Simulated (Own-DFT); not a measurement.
Simulation results for Si3N4 (beta silicon nitride, atoms displaced)

A calculation, not a measurement: plane-wave PBE density functional theory by an unreviewed code, no spin, of a simulated periodic cell, stress positive in tension, free energy of the whole cell less one offset for each atom, forces on such cells passed a denser k mesh, this cell's mesh not checked; offsets are fitted by least squares, one for each functional and potential file, so energies compare only between cells with the same atoms and settings and are not formation energies; the far tail of each file's local potential was reset to the Coulomb form; each entry is a single point on an unrelaxed cell, so the pressure reflects the starting lattice, mostly measured values (interpolated for alloys), from which strain is counted, and rises with the displacements; printed positions are rounded, which can move forces by about a meV/angstrom; the program, named Own-DFT, is a retired in-house code; no spin-orbit coupling. Program: Own-DFT development build.

Common to all runs: functional PBE; potential files PseudoDojo norm-conserving, scalar-relativistic, standard set; wave cutoff 42 hartree; occupations Fermi-Dirac; smearing width 0.1 eV; k mesh 3 x 3 x 3 centred on Gamma.

(1) Si3N4 (beta silicon nitride, atoms displaced)

```
CELL_PARAMETERS angstrom
7.60600 0.00000 0.00000
-3.80300 6.58700 0.00000
0.00000 0.00000 8.72700
ATOMIC_POSITIONS crystal
Si 0.17468 0.76813 0.08495
Si 0.23327 0.40143 0.08545
Si 0.59070 0.82361 0.07927
Si 0.82429 0.23261 0.24943
Si 0.77428 0.59499 0.25112
Si 0.40103 0.17122 0.24891
N 0.33829 0.03662 0.08163
N 0.96651 0.29558 0.08431
N 0.69436 0.66458 0.08440
N 0.66557 0.96414 0.25097
N 0.02705 0.69602 0.24721
N 0.30708 0.33604 0.25040
N 0.33075 0.66792 0.08283
N 0.66883 0.33759 0.24834
Si 0.17651 0.76859 0.41616
Si 0.23064 0.40493 0.41503
Si 0.59711 0.82478 0.41702
Si 0.82979 0.23042 0.58248
Si 0.76176 0.59373 0.58240
Si 0.40069 0.17289 0.58380
N 0.33315 0.03518 0.41210
N 0.96449 0.29868 0.41453
N 0.70268 0.67210 0.41698
N 0.67066 0.96974 0.58311
N 0.03159 0.70393 0.58077
N 0.29999 0.33367 0.58455
N 0.33446 0.66264 0.41662
N 0.66942 0.33334 0.58577
Si 0.18015 0.77097 0.75100
Si 0.23138 0.40510 0.75354
Si 0.59520 0.82778 0.75092
Si 0.82418 0.22833 0.91642
Si 0.76967 0.59695 0.91493
Si 0.40382 0.17433 0.91601
N 0.33406 0.03317 0.75187
N 0.96386 0.29724 0.74981
N 0.69995 0.67119 0.74924
N 0.66797 0.96516 0.91659
N 0.03521 0.70106 0.91649
N 0.30045 0.33653 0.91854
N 0.33421 0.66856 0.74938
N 0.66281 0.33209 0.91823
```

| Item | Value |
| --- | --- |
| free energy of cell above offsets | -7.433 eV |
| pressure | 5.55 GPa |
| stress xx | -4.52 GPa |
| stress yy | -4.35 GPa |
| stress zz | -7.78 GPa |
| stress yz | 0.78 GPa |
| stress xz | 0.27 GPa |
| stress xy | 0.92 GPa |

Force:
```
element  x (eV/Å)  y (eV/Å)  z (eV/Å)
     Si     0.004     0.523    -0.688
     Si    -1.613     1.377     0.026
     Si      0.29    -0.403     1.677
     Si    -0.741    -0.995    -0.146
     Si    -1.921    -0.374    -0.444
     Si     1.499     1.776    -0.434
      N    -0.684    -1.711      0.31
      N     0.912     0.228    -0.359
      N     0.315     0.394    -0.391
      N     0.093     1.078     -0.69
      N     1.475     1.088     0.774
      N    -0.284    -0.539     0.189
      N     0.554    -0.938     0.075
      N    -0.384    -1.115     0.218
     Si     0.039    -0.147    -0.151
     Si    -0.458    -0.064     0.433
     Si    -0.659     -0.03    -0.171
     Si    -1.539     0.082    -0.066
     Si     1.738    -0.405     0.243
     Si      1.31     0.883    -0.314
      N    -0.308    -1.388     1.286
      N     1.575     0.474     0.199
      N     0.199    -0.186      -0.4
      N     0.042    -0.153     0.101
      N    -0.136     0.021     0.748
      N     0.112    -0.518    -0.048
      N    -0.592     0.873      0.01
      N     -0.91    -0.275    -0.222
     Si     -1.06    -0.361     -0.71
     Si     -1.07     0.652    -0.803
     Si    -0.122    -0.453    -0.731
     Si    -0.936     0.358     0.357
     Si     0.388    -0.669     0.675
     Si     0.296      1.04     0.183
      N    -0.383    -0.497     -0.57
      N     1.609     0.519     0.366
      N    -0.113     0.124     0.175
      N     0.076     1.033    -0.212
      N    -0.937     -0.13     0.014
      N     1.034    -1.125    -0.321
      N     0.518    -0.483     0.039
      N     0.772     0.435    -0.227
```

(2) Si3N4 (beta silicon nitride, atoms displaced)

```
CELL_PARAMETERS angstrom
7.60600 0.00000 0.00000
-3.80300 6.58700 0.00000
0.00000 0.00000 8.72700
ATOMIC_POSITIONS crystal
Si 0.17130 0.76777 0.08030
Si 0.23131 0.40792 0.08318
Si 0.59480 0.82711 0.08734
Si 0.82903 0.23492 0.25115
Si 0.76974 0.59903 0.24810
Si 0.40681 0.17169 0.24847
N 0.33032 0.03273 0.08436
N 0.96902 0.30266 0.08992
N 0.70040 0.67229 0.08280
N 0.66971 0.96973 0.25104
N 0.03706 0.70146 0.24430
N 0.30263 0.33190 0.24454
N 0.33224 0.66734 0.08359
N 0.67113 0.33463 0.24634
Si 0.17426 0.76763 0.42314
Si 0.22967 0.40486 0.41852
Si 0.59574 0.82317 0.41620
Si 0.82560 0.23120 0.57991
Si 0.76795 0.60014 0.58159
Si 0.40103 0.17255 0.58179
N 0.33571 0.03390 0.41610
N 0.96623 0.29740 0.41537
N 0.69834 0.66838 0.41841
N 0.66605 0.96991 0.58274
N 0.03134 0.69745 0.58673
N 0.30158 0.32699 0.57995
N 0.33738 0.66942 0.41530
N 0.66528 0.32895 0.58387
Si 0.17474 0.77225 0.75239
Si 0.22801 0.40073 0.75289
Si 0.59392 0.82563 0.75233
Si 0.83235 0.23460 0.91821
Si 0.76852 0.59302 0.91880
Si 0.40603 0.18011 0.91535
N 0.33229 0.02798 0.74880
N 0.96823 0.30408 0.75186
N 0.69344 0.66545 0.74550
N 0.66374 0.96795 0.91755
N 0.02888 0.69836 0.91736
N 0.29963 0.32985 0.91783
N 0.33538 0.66824 0.75169
N 0.67113 0.33839 0.91526
```

| Property | Result |
| --- | --- |
| free energy of cell above offsets | -7.222 eV |
| pressure | 5.52 GPa |
| stress xx | -6.02 GPa |
| stress yy | -3.77 GPa |
| stress zz | -6.77 GPa |
| stress yz | 0.31 GPa |
| stress xz | 0.15 GPa |
| stress xy | 0.69 GPa |

Force:
```
element  x (eV/Å)  y (eV/Å)  z (eV/Å)
     Si     1.338     0.895     0.312
     Si    -0.022     0.261     0.381
     Si    -0.781    -0.123    -0.983
     Si      -1.1    -0.866     0.022
     Si      1.14    -0.926     0.268
     Si     0.107     1.098      0.19
      N    -0.019     -0.53    -1.295
      N     0.912     0.091    -1.892
      N     0.043     0.064     0.057
      N     0.279     0.418     0.281
      N    -1.599    -0.414     2.378
      N    -0.067    -0.101     1.586
      N     0.231     0.109     -0.15
      N    -0.945     0.417     0.256
     Si     0.587      0.54     -2.06
     Si     0.465     0.369    -1.443
     Si    -0.806     1.001     0.447
     Si    -0.883    -0.269     1.145
     Si     1.158    -2.234     0.765
     Si     1.942     0.081      0.22
      N    -0.516     -1.31    -0.006
      N      1.31     0.651     0.595
      N     0.454     0.154    -1.243
      N     0.585    -0.226     0.177
      N    -0.761     0.043    -0.316
      N    -1.637     0.671     1.222
      N    -0.617    -1.038     0.333
      N    -0.601     1.373    -0.185
     Si     0.942    -1.025     0.034
     Si     0.149     1.414    -1.142
     Si    -0.367     0.202    -0.701
     Si    -1.575    -0.747      0.51
     Si    -0.577     0.447    -1.148
     Si     1.608    -1.045     0.392
      N    -0.544      1.14     0.475
      N     0.835     -0.23    -0.801
      N     0.501     0.287     1.517
      N     0.668     1.065     0.444
      N    -0.248     0.241    -0.508
      N    -0.644     0.178    -0.225
      N    -0.713    -0.986    -0.053
      N     -0.23    -1.141     0.143
```

(3) Si3N4 (beta silicon nitride, atoms displaced)

```
CELL_PARAMETERS angstrom
7.60600 0.00000 0.00000
-3.80300 6.58700 0.00000
0.00000 0.00000 8.72700
ATOMIC_POSITIONS crystal
Si 0.17372 0.76507 0.08761
Si 0.21966 0.40106 0.08310
Si 0.59696 0.82593 0.08407
Si 0.82881 0.23616 0.24345
Si 0.76998 0.59657 0.24887
Si 0.40266 0.17272 0.24930
N 0.33394 0.03407 0.08057
N 0.96585 0.29620 0.08257
N 0.70092 0.66901 0.08493
N 0.66715 0.96920 0.25068
N 0.03057 0.69731 0.25077
N 0.30306 0.33112 0.25266
N 0.33314 0.66337 0.08389
N 0.67001 0.33631 0.25333
Si 0.16997 0.76724 0.41644
Si 0.22841 0.40449 0.41856
Si 0.60033 0.83077 0.41527
Si 0.82497 0.23129 0.58605
Si 0.77229 0.59575 0.58327
Si 0.40483 0.16870 0.58034
N 0.33010 0.02833 0.41502
N 0.97288 0.30414 0.41846
N 0.69970 0.66965 0.41877
N 0.66150 0.96326 0.58270
N 0.02858 0.69675 0.58146
N 0.30129 0.32452 0.58208
N 0.33413 0.66508 0.41439
N 0.66071 0.32628 0.58454
Si 0.17168 0.76885 0.75052
Si 0.22841 0.39926 0.74957
Si 0.59554 0.82667 0.75217
Si 0.82749 0.22663 0.91737
Si 0.77405 0.59501 0.91354
Si 0.40141 0.17419 0.91644
N 0.33894 0.02818 0.75140
N 0.96316 0.29537 0.75075
N 0.70068 0.66589 0.74822
N 0.66563 0.96728 0.91411
N 0.03020 0.69989 0.91843
N 0.29994 0.32886 0.91904
N 0.33117 0.66492 0.74924
N 0.67095 0.34190 0.91754
```

| Item | Value |
| --- | --- |
| free energy of cell above offsets | -7.156 eV |
| pressure | 5.56 GPa |
| stress xx | -5.75 GPa |
| stress yy | -4.09 GPa |
| stress zz | -6.84 GPa |
| stress yz | 0.06 GPa |
| stress xz | 0.31 GPa |
| stress xy | -0.53 GPa |

Force:
```
element  x (eV/Å)  y (eV/Å)  z (eV/Å)
     Si     0.581     0.976    -1.148
     Si     2.967     0.854     0.737
     Si    -0.525    -0.796    -0.045
     Si    -1.124     -0.83     3.107
     Si    -0.426    -0.596     0.794
     Si     0.926     0.733    -0.016
      N    -0.206    -1.424     0.881
      N     0.317     0.017    -0.667
      N     0.015     0.515    -0.984
      N     0.417     1.222     -0.89
      N    -0.419     0.042    -0.148
      N    -1.194     0.041    -0.876
      N    -0.375     0.195    -0.061
      N    -0.411    -0.527    -0.346
     Si     1.927    -0.199     0.064
     Si      1.23     0.647    -0.186
     Si    -1.042    -1.683     0.469
     Si    -0.819    -0.817     -1.28
     Si    -0.992     -1.53    -0.341
     Si     0.124     0.155     0.768
      N    -0.244    -0.515    -0.219
      N    -1.129     -0.89    -0.549
      N     0.525     0.157    -0.689
      N     0.602     1.648     0.536
      N     0.321     0.412     0.737
      N    -1.032     0.236     0.596
      N    -0.387     0.607      0.13
      N     0.856     1.443    -0.127
     Si     1.116     -0.28     0.014
     Si     0.189     0.976    -0.239
     Si    -0.451    -1.582     -1.39
     Si    -2.482     0.541    -0.698
     Si    -1.248     0.235     0.905
     Si     1.815     0.665     -0.34
      N    -0.816     0.042     -0.41
      N     1.505      0.44     0.208
      N    -0.593       0.9     0.478
      N     0.457     0.486     1.361
      N     0.702       0.5     0.047
      N    -1.317     0.193    -0.395
      N      0.12    -0.622      0.15
      N      0.52    -2.588      0.06
```

(4) Si3N4 (beta silicon nitride, atoms displaced)

```
CELL_PARAMETERS angstrom
7.60600 0.00000 0.00000
-3.80300 6.58700 0.00000
0.00000 0.00000 8.72700
ATOMIC_POSITIONS crystal
Si 0.17630 0.76780 0.08154
Si 0.22795 0.40003 0.08570
Si 0.60013 0.83241 0.08355
Si 0.82907 0.22989 0.25139
Si 0.77838 0.60732 0.25088
Si 0.39936 0.16762 0.25257
N 0.33184 0.02780 0.08163
N 0.96232 0.29572 0.08113
N 0.70099 0.66643 0.08413
N 0.66865 0.97053 0.24720
N 0.02788 0.69408 0.25091
N 0.30179 0.33062 0.24847
N 0.33056 0.66554 0.07953
N 0.66428 0.32819 0.24731
Si 0.17530 0.77075 0.41202
Si 0.23116 0.39733 0.41507
Si 0.58802 0.82456 0.41570
Si 0.82264 0.22878 0.58465
Si 0.77448 0.59757 0.58286
Si 0.40502 0.17527 0.58295
N 0.33130 0.02874 0.41213
N 0.96851 0.29985 0.41759
N 0.69400 0.66413 0.41690
N 0.66316 0.96835 0.58646
N 0.03270 0.69686 0.58159
N 0.29810 0.32918 0.57998
N 0.33121 0.66756 0.41389
N 0.66321 0.32742 0.58426
Si 0.17367 0.77290 0.74492
Si 0.23340 0.40792 0.75478
Si 0.60292 0.82881 0.75152
Si 0.82793 0.22837 0.91721
Si 0.77506 0.59490 0.91488
Si 0.40264 0.17446 0.90982
N 0.33325 0.03613 0.75367
N 0.96609 0.29933 0.74679
N 0.69927 0.66856 0.74720
N 0.67023 0.97358 0.91494
N 0.02795 0.69750 0.91836
N 0.29949 0.32877 0.91595
N 0.33160 0.65960 0.75109
N 0.66727 0.33234 0.91516
```

| Property | Result |
| --- | --- |
| free energy of cell above offsets | -6.728 eV |
| pressure | 5.92 GPa |
| stress xx | -5.44 GPa |
| stress yy | -4.73 GPa |
| stress zz | -7.58 GPa |
| stress yz | -0.58 GPa |
| stress xz | -1.56 GPa |
| stress xy | -0.23 GPa |

Force:
```
element  x (eV/Å)  y (eV/Å)  z (eV/Å)
     Si    -0.239     0.014      0.19
     Si    -0.432     1.133    -1.049
     Si    -0.524    -1.948    -0.734
     Si    -2.023     0.589    -0.239
     Si    -1.183    -3.502    -0.232
     Si     1.738     1.747    -2.371
      N    -0.564     0.318    -0.152
      N     2.075     0.633     0.953
      N    -0.779     1.161    -0.723
      N     0.381    -0.276      1.21
      N     1.165     1.052    -0.633
      N     -0.14    -0.586     0.273
      N     1.296    -0.355     0.327
      N     -0.11     1.163     0.451
     Si     0.485    -0.894     0.625
     Si    -1.335     1.803     0.151
     Si     0.566         0     0.273
     Si    -0.117     0.153    -0.527
     Si    -0.851    -1.544    -0.342
     Si      0.26      0.05    -0.363
      N    -0.463    -0.377     2.047
      N     0.635    -0.201     0.038
      N     -0.04     0.915     0.248
      N     0.309    -0.098    -1.064
      N    -0.337     0.518    -0.535
      N     0.347    -0.432     1.312
      N     0.204     -1.11    -0.019
      N    -0.039     1.491    -0.146
     Si     1.505    -0.874      1.81
     Si     -0.74    -0.897    -1.704
     Si    -1.747    -1.167    -0.197
     Si    -1.627     1.111    -1.172
     Si    -1.538     -1.19     0.493
     Si     1.516      1.08      3.34
      N    -0.434    -2.151    -2.728
      N     1.243     0.228     1.035
      N     0.904    -0.015     0.611
      N     0.359    -1.145     0.419
      N     1.203     0.943    -1.255
      N    -0.423    -0.044      0.68
      N    -0.341     2.721    -0.114
      N    -0.163    -0.017    -0.187
```

(5) Si3N4 (beta silicon nitride, atoms displaced)

```
CELL_PARAMETERS angstrom
7.60600 0.00000 0.00000
-3.80300 6.58700 0.00000
0.00000 0.00000 8.72700
ATOMIC_POSITIONS crystal
Si 0.17628 0.76883 0.08420
Si 0.23301 0.40606 0.08392
Si 0.59621 0.82824 0.08070
Si 0.82477 0.22942 0.24991
Si 0.76807 0.59838 0.24998
Si 0.40764 0.17553 0.25172
N 0.33050 0.03445 0.08359
N 0.97003 0.30663 0.08200
N 0.69564 0.66830 0.07800
N 0.67070 0.96809 0.24873
N 0.03187 0.70096 0.25160
N 0.29956 0.33284 0.25085
N 0.33023 0.66941 0.08293
N 0.66408 0.33036 0.25207
Si 0.17468 0.77463 0.42029
Si 0.23332 0.40670 0.41706
Si 0.59460 0.82760 0.41996
Si 0.82853 0.23059 0.57865
Si 0.77309 0.59481 0.58377
Si 0.40260 0.17415 0.58522
N 0.33613 0.03401 0.41790
N 0.96539 0.30027 0.41499
N 0.70031 0.66917 0.41637
N 0.66829 0.97181 0.58348
N 0.03089 0.69750 0.58571
N 0.30003 0.33135 0.58815
N 0.33556 0.66927 0.41628
N 0.66294 0.33716 0.58539
Si 0.16894 0.76513 0.74885
Si 0.22462 0.40357 0.75109
Si 0.59401 0.81931 0.74893
Si 0.82357 0.23108 0.91746
Si 0.76274 0.59440 0.91911
Si 0.39913 0.16615 0.91786
N 0.33487 0.03433 0.74862
N 0.96928 0.29970 0.75185
N 0.70033 0.66983 0.75060
N 0.66306 0.96634 0.91082
N 0.03130 0.69731 0.91633
N 0.29725 0.33565 0.91563
N 0.33845 0.67068 0.75002
N 0.67209 0.33379 0.91391
```

| Quantity | Value |
| --- | --- |
| free energy of cell above offsets | -7.235 eV |
| pressure | 5.64 GPa |
| stress xx | -5.17 GPa |
| stress yy | -4.33 GPa |
| stress zz | -7.42 GPa |
| stress yz | -0.44 GPa |
| stress xz | 0.8 GPa |
| stress xy | -0.03 GPa |

Force:
```
element  x (eV/Å)  y (eV/Å)  z (eV/Å)
     Si    -0.781     0.098    -0.236
     Si    -0.962     0.768    -0.247
     Si     -1.15    -0.303    -0.141
     Si    -0.429       0.4    -0.824
     Si     0.607    -1.019    -0.378
     Si    -0.378     0.306    -0.298
      N    -0.187    -1.056     0.752
      N     0.264    -0.571     0.621
      N    -0.053      0.25     1.963
      N     0.151     0.078     0.195
      N    -0.596     0.181     0.041
      N     0.623    -0.562     0.025
      N     1.726    -0.353     0.182
      N     0.292     1.195    -0.214
     Si     1.005     -0.78    -0.869
     Si    -0.537     0.419     0.611
     Si     0.102    -0.315    -0.848
     Si    -1.753     0.522     1.868
     Si    -1.259    -0.433      0.09
     Si     0.743     1.069    -0.083
      N    -0.542    -0.451     0.107
      N     1.572     0.546    -0.117
      N    -0.225     0.535      0.46
      N     0.399    -0.326     0.125
      N    -0.231     0.246    -0.825
      N    -0.602    -0.076     -1.22
      N    -0.733    -0.237     0.179
      N     1.536     -0.86    -0.295
     Si     1.824     0.892     1.197
     Si     0.626       1.3     -0.05
     Si     -0.67     1.118    -0.394
     Si     0.381    -0.325     -0.41
     Si     1.955    -0.967    -1.505
     Si     0.513     2.583    -0.858
      N    -0.641    -1.772     0.432
      N    -0.665    -0.405    -0.977
      N     0.712    -0.135    -0.413
      N     0.484      0.88     1.218
      N    -0.938     0.163     0.372
      N     1.613     -1.28     0.567
      N    -1.416    -1.193    -0.233
      N     -2.38    -0.129     0.429
```
